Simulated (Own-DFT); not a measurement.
# What random displacements cost in 2H SiC, 32 atoms (C16Si16)

All numbers below are calculated, not measured. They come from Own-DFT, an in-house plane-wave density functional program, since retired, whose code no person has reviewed. Each row is one single-point run on a periodic cell that was not relaxed, without spin or spin-orbit coupling.

Settings of every run: PBE; PseudoDojo norm-conserving scalar-relativistic files; cutoff 42 hartree; 5 x 5 x 3 k mesh centred on Gamma; Fermi-Dirac smearing of 0.1 eV.

Known limits: forces on such cells passed a denser k mesh, each cell not checked; stress not checked against mesh or cutoff.

Cell vectors in Å: (6.165, 0.000, 0.000); (-3.083, 5.339, 0.000); (0.000, 0.000, 10.068). In each run every atom was moved at random and independently from its ideal site; u is the rms move along one axis. E is the free energy for each atom above the fitted value at u = 0, and F the rms of the force components.

| run | u (Å) | E (meV/atom) | F (eV/Å) | largest force (eV/Å) | P (GPa) |
|---|---|---|---|---|---|
| 1 | 0.0248 | 23.6 | 0.698 | 2.15 | 3.56 |
| 2 | 0.0273 | 30.5 | 0.801 | 2.65 | 3.82 |
| 3 | 0.0579 | 146.1 | 2.003 | 7.02 | 6.54 |
| 4 | 0.0653 | ? | ? | ? | ? |
| 5 | 0.0933 | 388.9 | 3.556 | 13.92 | 13.07 |
| 6 | 0.0989 | 356.2 | 2.968 | 9.74 | 11.98 |
| 7 | 0.1072 | 435.2 | 3.766 | 13.84 | 13.70 |

## Worked fit

For small independent moves the energy grows as E = (3/2) K u², with K the mean stiffness felt by one atom. The runs with u up to 0.11 Å give K = 26.9 ± 1.4 eV/Å², with residuals divided by u² + 0.0006 Å², since the noise grows with the moves. The scatter is 10.3 meV/atom at u = 0.05 Å. The forces follow F = G u with G = 32.8 eV/Å²; no force at u = 0 is resolved. G exceeds K because the moves of its neighbours add to the force on an atom, and stiffness differs between atoms. The pressure follows P = 3.21 + 964 u² GPa: at fixed volume, shortened bonds push harder than stretched ones pull.

## Withheld run

Question: what energy and rms force should run 4 give?

The fit gives 172 ± 18 meV/atom and about 2.14 eV/Å. The calculation gave 169.7 meV/atom and 1.982 eV/Å.
